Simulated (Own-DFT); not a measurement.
# A layer strained by its substrate: diamond-structure SiGeSn with randomly placed atoms, 64 atoms (Ge44Si16Sn4)

The numbers are computed, not measured, by runs of the plane-wave DFT program Own-DFT (in-house, retired, unreviewed) at fixed positions, with no spin and no spin-orbit coupling.

Method: PBE; PseudoDojo norm-conserving scalar-relativistic files; cutoff 49 hartree; 3 x 3 x 3 k mesh centred on Gamma; Fermi-Dirac smearing of 0.1 eV.

Keep in mind: forces on such cells moved up to 12 meV/angstrom on a denser k mesh; stress not checked against mesh or cutoff.

Unstrained cell vectors in Å: (11.306, 0.000, 0.000); (0.000, 11.306, 0.000); (0.000, 0.000, 11.306). The unstrained cell has measured lattice constants (interpolated for alloys), not those of this functional. That, the random moves and any unrelaxed bonds set the pressure at no strain. Each run strains x and y alike by e, as a substrate would, and holds the height along z. Random moves of width 0.05 Å per axis were added to every atom. The random placing of the alloy's atoms differs from row to row. Stress is positive in tension.

```
e (%)  u (Å)  (s_xx + s_yy)/2 (GPa)  s_zz (GPa)
-3.00  0.052                 -10.50       -8.30
-2.25  0.051                  -9.03       -7.28
-1.75  0.050                      ?           ?
-0.75  0.056                  -6.12       -5.37
-0.25  0.047                  -4.74       -4.58
 0.75  0.048                  -3.07       -3.54
 1.50  0.049                  -1.62       -2.65
 1.75  0.053                  -1.47       -2.75
 2.00  0.047                  -0.91       -2.15
 2.25  0.052                  -0.53       -1.84
```

## Worked fit

With e as a fraction, the in-plane stress is -4.5 + 188 e - 524 e² GPa (errors 3 and 199, scatter 0.15), and s_zz is -4.4 + 118 e - 404 e² GPa (slope ± 3, scatter 0.14). At e = 0 the first slope is C11 + C12 and the second 2 C12, both with the ions held to the strained lattice and at the cell's own pressure. A free layer would change its height as e changes, and the in-plane slope would drop by 2 C12²/C11 to the biaxial modulus. At fixed height, a misfit of 1 % moves the in-plane stress by about 1.9 GPa and s_zz by 1.2 GPa.

## The run left out

Asked: what are the two stresses at e = -1.75 %?

Estimate: -7.9 and -6.6 GPa. The hidden result is -7.75 and -6.49 GPa.
